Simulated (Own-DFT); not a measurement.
Simulation results for Hf36O71 (tetragonal hafnia with one neutral oxygen vacancy, atoms displaced)

All values are calculated (Own-DFT development build). A calculation, not a measurement: plane-wave PBE and HSE06 DFT by an unreviewed code, no spin, of a simulated cell at Gamma alone, so results move with cell size and shape, stress positive in tension, energies less offsets, not probed for a lower state with spin; hafnium file: forces about 75 meV/angstrom off all-electron values; oxygen file: force components 24 meV/angstrom off all-electron in a glass; k mesh not checked against a denser one; forces and stress are PBE's, HSE06 gives the energy alone, and its difference from PBE has offsets of its own; offsets are fitted by least squares, one for each functional and potential file, so energies compare only between cells with the same atoms and settings and are not formation energies; the far tail of each file's local potential was reset to the Coulomb form; each entry is a single point on an unrelaxed cell, so the pressure reflects the starting lattice, taken from the Materials Project, from which strain is counted, and rises with the displacements; printed positions are rounded, which can move forces by about a meV/angstrom; the program is a retired in-house code; no spin-orbit coupling.

Common to all runs: first functional PBE; second functional HSE06; exact exchange share 0.25; screening 0.11 1/bohr; exchange divergence Gygi-Baldereschi; potential files PseudoDojo norm-conserving, scalar-relativistic, made for PBE, standard set; wave cutoff 48 hartree; occupations fixed; k mesh 1 x 1 x 1 centred on Gamma.

(1) 
```xyz
107
Lattice="10.7800 0.0000 0.0000 0.0000 10.7800 0.0000 0.0000 0.0000 10.4493" Properties=species:S:1:pos:R:3:force_x:R:1:force_y:R:1:force_z:R:1 formula=Hf36O71 PBE_energy_of_cell_above_offsets=-97.384 HSE06_less_PBE_above_offsets=0.024 PBE_pressure=2.19 PBE_stress_xx=-2.02 PBE_stress_yy=-1.91 PBE_stress_zz=-2.64 PBE_stress_yz=0.08 PBE_stress_xz=-0.81 PBE_stress_xy=-0.1
Hf    10.7724     0.0644     0.0186     -0.216     -2.575     -0.593
Hf     1.7181     1.7987     2.6006      1.525      0.514      0.332
O     10.7123     1.8346     1.5842      0.319      0.141     -0.002
O      1.7939    10.7067     3.6262     -0.478      2.225      0.661
O     10.7735     1.8019     4.2804        0.1     -0.529     -0.745
O      1.7814    10.7577     1.0346      0.329       0.41      0.403
Hf    10.7590    10.7527     5.1626      0.274     -0.084      1.655
Hf     1.8233     1.8105     7.7604      0.464     -0.293      0.359
O      0.0085     1.7681     6.9056     -0.225      0.064     -0.464
O      1.8492     0.0034     8.9544      0.051     -0.168     -1.266
O      0.0610     1.7562     9.4377     -0.286      1.018     -0.269
O      1.9108     0.0336     6.2094     -1.985      0.267      0.198
Hf    10.7563     3.5205    10.3629      0.415      1.043      0.556
Hf     1.8069     5.4026     2.5936     -0.434     -0.344     -0.085
O     10.7147     5.4257     1.5824      1.607     -0.364      0.197
O      1.6864     3.5560     3.6144       0.69      0.538     -0.129
O      0.0466     5.3023     4.1524     -0.588      2.485       0.37
O      1.7587     3.5805     1.0471     -0.121      0.239     -0.674
Hf    10.7191     3.6488     5.1986      1.056     -2.003      0.687
Hf     1.7103     5.5171     7.7620      2.791     -0.889      2.352
O      0.0772     5.2894     6.9015     -3.049      0.653      -1.99
O      1.8022     3.6135     8.7917     -0.062      0.418      0.671
O     10.7604     5.4046     9.5213      0.757     -0.735     -1.222
O      1.7643     3.6551     6.2787      0.667     -0.423     -0.953
Hf     0.0195     7.1564    10.4265     -0.728      1.405      0.692
Hf     1.7287     9.0849     2.6250      0.054      -2.41     -1.565
O     10.7459     9.0888     1.6471     -0.115     -0.032      0.118
O      1.7991     7.1994     3.6470      0.158     -0.188      0.331
O     10.6958     8.8927     4.1906      1.061      1.417     -0.072
O      1.8136     7.2561     1.1130     -0.204     -0.477     -1.418
Hf    10.7709     7.2112     5.1894      0.027      0.171     -0.227
Hf     1.8738     8.9757     7.8177     -1.416      0.842      0.292
O     10.7150     9.0290     6.7123      2.376     -0.807      0.424
O     10.6911     8.9667     9.4617      1.335     -0.144     -0.067
O      1.8675     7.1654     6.2312     -2.004      0.022       0.82
Hf     3.5344    10.7691    10.3972      0.628      1.416      0.599
Hf     5.3509     1.7671     2.5497     -0.333       1.38      0.305
O      3.6081     1.8284     1.6064     -1.396     -0.251     -0.522
O      5.3466     0.0405     3.5445      0.701     -1.362      0.992
O      3.6751     1.8291     4.1400     -0.738      0.262      0.842
O      5.4078     0.0228     1.0298     -0.101      0.092      -0.41
Hf     3.6551    10.7647     5.1805     -0.702      1.855      0.174
Hf     5.4268     1.8537     7.8532     -0.263     -0.455      0.583
O      3.6731     1.8222     6.8137     -0.816      0.731     -0.041
O      5.4594    10.7145     8.9054     -0.534      1.043     -0.331
O      3.6966     1.8158     9.4095     -0.597     -0.318      0.493
O      5.3052     0.0144     6.2243      2.379     -0.356      0.171
Hf     3.5606     3.6986    10.4077      0.792     -2.097       0.58
Hf     5.3655     5.3723     2.5786      0.388     -0.697      0.122
O      3.6221     5.4187     1.5824     -1.135     -0.105          0
O      5.3849     3.6322     3.6488      0.617     -0.351     -0.378
O      3.6425     5.3473     4.1991     -0.916      1.024     -0.277
O      5.4097     3.6594     0.9856     -0.664     -0.075      0.555
Hf     3.5824     3.6833     5.2990      0.501      -2.31     -0.498
Hf     5.3362     5.3832     7.8341      1.408     -0.062      0.779
O      3.6239     5.4518     6.8116     -1.178     -0.569     -0.055
O      5.4133     3.5592     8.9403      -0.62      1.362     -1.382
O      3.6175     5.4322     9.4930     -0.486      0.682      -1.09
O      5.4439     3.6434     6.2634      -0.57     -0.012      0.229
Hf     3.5962     7.2531    10.4393      0.503     -1.163      1.251
Hf     5.3577     8.9748     2.5870      0.575     -0.117      0.118
O      3.6537     9.0596     1.6138     -1.416     -0.217     -0.351
O      5.4262     7.1439     3.6011     -0.036      1.066      0.439
O      3.6213     8.9982     4.3119      0.321     -1.245     -1.609
O      5.4423     7.2416     1.0077      -1.09     -0.008      0.207
Hf     3.5464     7.1750     5.1954      2.065     -0.011     -0.055
Hf     5.3836     9.0027     7.9195      0.751     -0.701     -1.449
O      3.5529     9.0824     6.7785      0.953     -1.073      1.214
O      5.3037     7.1864     8.9355      0.373      0.229     -0.762
O      3.5213     8.9436     9.4191     -0.276      0.687     -0.705
O      5.4063     7.1478     6.2914     -0.065      0.256     -0.817
Hf     7.1949     0.0193     0.0235     -0.213      0.279     -0.965
Hf     8.9246     1.7958     2.5957     -0.077     -0.612      0.462
O      7.2143     1.8166     1.5316     -0.438     -0.231      0.734
O      8.9804    10.7272     3.6475      0.155      1.845      -0.14
O      7.1815     1.8224     4.1953      0.271     -0.262     -0.365
O      9.0129     0.0729     0.9882     -1.046     -0.042      0.716
Hf     7.1593     0.0424     5.1712      0.396      0.104      1.678
Hf     8.9467     1.8070     7.8827      0.042     -1.582     -0.684
O      7.1935     1.7234     6.8316      0.048     -0.143     -0.328
O      9.0488    10.6915     8.8480     -0.533      1.577      0.015
O      7.2030     1.8529     9.4397      0.287     -1.125      0.092
O      9.0296    10.7364     6.2479     -1.137      0.475     -0.978
Hf     7.2563     3.6494     0.0854     -3.897      0.078     -3.047
Hf     9.0285     5.3655     2.5640     -0.848      0.999      0.276
O      7.1653     5.3810     1.6300      0.824      0.165     -0.064
O      9.0238     3.5542     3.6626     -0.396      0.806      -0.74
O      7.1517     5.4047     4.2538       0.82      0.594     -1.086
O      8.8655     3.6159     1.0023      4.535      0.061       1.75
Hf     7.1852     3.6770     5.1456     -0.623     -1.535      1.039
Hf     8.9261     5.4381     7.6792     -0.086     -0.179      3.019
O      7.1964     5.3556     6.7993     -0.781      0.293      -0.63
O      8.9335     3.5630     8.7952       1.05      1.138      0.668
O      7.2124     5.3906     9.3641     -0.156      0.389      0.553
O      8.9626     3.5796     6.2216      0.001      0.444     -0.029
Hf     7.1796     7.2138    10.4124      1.118     -0.587     -0.247
Hf     8.8794     9.0117     2.6310      1.499     -0.742     -0.892
O      7.1739     8.9625     1.5981     -0.132      0.496     -0.306
O      9.0349     7.2659     3.6390     -0.505     -2.438      0.363
O      7.2775     9.0144     4.2026     -0.858     -0.367      0.003
O      9.0126     7.1659     1.0157     -0.759      0.093      0.073
Hf     7.1966     7.1822     5.1591     -0.939      0.978      1.217
Hf     8.9757     8.9575     7.7427      0.378      0.561       1.67
O      7.2018     8.9685     6.8180     -1.324      0.115     -0.251
O      8.9379     7.1920     8.8677      0.178     -0.514     -0.771
O      7.1759     8.9861     9.4286     -0.299     -0.055      0.155
O      8.9961     7.1906     6.3138      0.269     -1.018     -1.265
```

Units: PBE_energy_of_cell_above_offsets, HSE06_less_PBE_above_offsets in eV; PBE_pressure, PBE_stress_xx, PBE_stress_yy, PBE_stress_zz, PBE_stress_yz, PBE_stress_xz, PBE_stress_xy in GPa; force_x, force_y, force_z in eV/Å.

(2) 
```xyz
107
Lattice="10.7800 0.0000 0.0000 0.0000 10.7800 0.0000 0.0000 0.0000 10.4493" Properties=species:S:1:pos:R:3:force_x:R:1:force_y:R:1:force_z:R:1 formula=Hf36O71 PBE_energy_of_cell_above_offsets=-100.631 HSE06_less_PBE_above_offsets=-0.126 PBE_pressure=1.09 PBE_stress_xx=-0.42 PBE_stress_yy=-1.15 PBE_stress_zz=-1.69 PBE_stress_yz=0.07 PBE_stress_xz=-0.25 PBE_stress_xy=-0.08
Hf    10.7659    10.7778    10.4478      0.926     -0.108       0.19
Hf     1.7797     1.8335     2.5725      0.436     -0.778      0.531
O      0.0041     1.8043     1.6442     -0.745      0.206     -0.576
O     10.7438     1.8018     4.2132      0.433     -0.709      -0.12
O      1.7650     0.0464     1.0505      0.417      -0.05     -0.128
Hf    10.7760     0.0100     5.2324      0.083     -0.011      -0.26
Hf     1.8301     1.7994     7.8482     -0.757     -0.808     -0.406
O     10.7196     1.8048     6.8541       0.97     -0.051     -0.068
O      1.8173    10.7656     8.8425     -0.184      0.067      -0.29
O      0.0425     1.7796     9.4129     -0.379      0.437      0.428
O      1.8530     0.0517     6.2282     -1.011     -0.123     -0.742
Hf     0.0129     3.5845    10.4291     -0.117       0.26      0.509
Hf     1.8226     5.4206     2.6118     -0.561     -0.246     -0.069
O     10.7694     5.3501     1.6138      0.074       0.45     -0.104
O      1.7871     3.6142     3.6640      0.482      0.034     -0.689
O      0.0079     5.3316     4.2183      0.055      1.198     -0.049
O      1.7822     3.5651     1.0150      0.438      0.212      -0.28
Hf     0.0328     3.5464     5.2487     -1.457      1.064     -0.248
Hf     1.8491     5.4024     7.8520     -1.504     -0.084     -0.357
O      0.0078     5.3620     6.8176      0.366      0.261      0.755
O      1.7917     3.5864     8.8319      0.136      0.151      0.269
O     10.7201     5.3673     9.4275      0.279      0.525      0.523
O      1.7545     3.5229     6.2050      1.915     -0.019       0.94
Hf    10.6902     7.2077     0.0210      0.719     -0.327     -0.326
Hf     1.8284     8.9890     2.5852     -0.259      0.836      0.102
O      0.0107     9.0367     1.5529     -0.533     -0.443      0.318
O      1.8099     7.2066     3.6494     -0.099     -0.593     -0.392
O      0.0024     8.9518     4.1953      0.362      0.926     -0.008
O      1.7422     7.2354     1.0245      0.447      -0.41     -0.304
Hf     0.0259     7.1998     5.2048     -0.266     -1.325     -0.011
Hf     1.7628     8.9383     7.8270      1.065      0.986      0.046
O      0.0040     8.9805     6.7649      0.637      0.024      0.018
O      1.8027     7.1903     8.8362      0.167     -0.162      0.382
O      0.0327     8.9961     9.4171     -0.344       -0.3     -0.448
O      1.8163     7.1915     6.2341      -0.15     -0.027      0.294
Hf     3.6471    10.7393    10.4295     -0.957      0.468      0.705
Hf     5.3837     1.8179     2.5563     -0.746     -0.832      0.734
O      3.5966     1.8002     1.5828     -0.005      0.305      0.064
O      5.4215     0.0083     3.6535      0.033     -0.301     -0.395
O      3.6401     1.8385     4.2007     -0.432     -0.424      0.014
O      5.3786    10.7420     1.0176      1.045      0.313      0.351
Hf     3.6030     0.0158     5.1690      0.178      0.032      0.149
Hf     5.3473     1.7831     7.8278      0.979     -0.404      0.344
O      3.6306     1.7486     6.8049      -0.43      0.382      0.136
O      5.3458    10.6872     8.8931      0.358      2.091     -0.444
O      3.6118     1.7864     9.4513      0.094      0.404     -0.692
O      5.4638    10.7693     6.2468     -1.266     -0.023      0.264
Hf     3.6029     3.5835    10.4208      0.097      0.078       0.79
Hf     5.4423     5.3668     2.6731     -0.567       0.22     -1.985
O      3.6279     5.4279     1.5160     -0.437     -0.131      0.993
O      5.3847     3.5691     3.5725      0.009      0.387      0.789
O      3.6086     5.4228     4.2315      0.098     -0.793      -0.48
O      5.4063     3.6011     1.0439     -0.214     -0.211     -0.555
Hf     3.5836     3.6107     5.2174     -0.472     -0.481     -0.185
Hf     5.3681     5.3807     7.8534      1.009      0.745      -0.03
O      3.6124     5.3894     6.8551     -0.401     -0.293      -0.74
O      5.3967     3.6370     8.8558     -0.393     -0.917     -0.143
O      3.5376     5.3715     9.4104       0.14      0.325     -0.021
O      5.3741     3.5575     6.1904     -0.029      0.284      0.435
Hf     3.5816     7.1811    10.4400      0.448      0.477      0.389
Hf     5.4391     8.9337     2.6041     -0.496      1.117     -0.805
O      3.5866     9.0290     1.5388       0.38     -0.492      0.673
O      5.3530     7.1804     3.5547      0.373      0.035      1.285
O      3.5286     8.9922     4.1667      0.114      0.067      0.151
O      5.4232     7.1768     1.0685     -0.376       0.53     -0.901
Hf     3.5875     7.1763     5.2181     -0.216      1.138      0.071
Hf     5.3993     9.0105     7.7861      0.145     -0.568      0.748
O      3.6114     8.9822     6.8491     -0.881      0.158     -0.437
O      5.3605     7.2052     8.8280     -0.267     -0.661      0.217
O      3.6301     9.0557     9.4554     -0.646     -2.397     -0.448
O      5.3352     7.2348     6.2170      1.304     -0.388     -0.528
Hf     7.2118     0.0557     0.0281     -0.337     -1.814     -0.824
Hf     8.9541     1.7991     2.6138      0.506      0.272      0.989
O      7.1627     1.8151     1.5961      0.581     -0.384      -0.61
O      8.9777    10.7632     3.6363      0.023      0.135     -0.151
O      7.2328     1.8275     4.1903     -0.184     -0.447      0.144
O      9.0065    10.7732     1.0133     -0.575      0.508      0.305
Hf     7.1688     0.0040     5.2315      0.986      0.678     -0.201
Hf     8.9620     1.8465     7.8684     -0.078     -1.077     -1.017
O      7.1806     1.7704     6.8396     -0.179      0.267      0.279
O      8.9157     0.0105     8.8800      0.329      0.139     -0.028
O      7.1179     1.7971     9.4578      0.181      0.197     -0.201
O      9.0007     0.0235     6.3026     -0.262      -0.48     -0.611
Hf     7.2096     3.5456     0.0289     -0.609       1.16      0.088
Hf     8.9492     5.3970     2.6058      1.006     -0.818      0.191
O      7.1924     5.3881     1.5724     -0.098     -0.038       0.69
O      8.9526     3.6114     3.6365      -0.11     -0.106     -0.545
O      7.1636     5.3283     4.2292     -0.373      2.397     -1.086
O      8.9614     3.6059     1.0615      0.492      -0.43     -0.757
Hf     7.1565     3.6393     5.1716      1.266     -2.068      1.392
Hf     8.9326     5.3614     7.8813      1.257      0.997      -1.32
O      7.2060     5.4044     6.8134     -1.272      0.139      0.062
O      8.9747     3.6243     8.8322     -0.259     -1.103      1.153
O      7.1561     5.3778     9.4631      0.274     -0.231     -0.378
O      8.9772     3.6504     6.2160     -0.511     -0.364       0.27
Hf     7.1954     7.1902    10.4077     -0.851      0.415     -0.139
Hf     8.9511     8.9880     2.5740      1.485      0.342      0.711
O      7.2637     8.9743     1.5673     -1.644      0.331      0.146
O      8.9829     7.1893     3.6094     -0.378     -0.249      0.266
O      7.2130     8.9829     4.2051     -0.361     -0.474     -0.153
O      8.9356     7.2284     1.0083      0.787     -0.367      0.317
Hf     7.2179     7.1926     5.2125      0.064      0.133      1.026
Hf     9.0545     8.9997     7.7822     -1.659      0.186      0.855
O      7.1956     8.9807     6.8439      0.683     -0.312     -0.793
O      8.9512     7.2032     8.8552      0.441     -0.093      0.061
O      7.1824     8.9503     9.4159     -0.054      0.855      0.539
O      9.0002     7.1678     6.2619     -0.177      0.405     -0.611
```

Units: PBE_energy_of_cell_above_offsets, HSE06_less_PBE_above_offsets in eV; PBE_pressure, PBE_stress_xx, PBE_stress_yy, PBE_stress_zz, PBE_stress_yz, PBE_stress_xz, PBE_stress_xy in GPa; force_x, force_y, force_z in eV/Å.
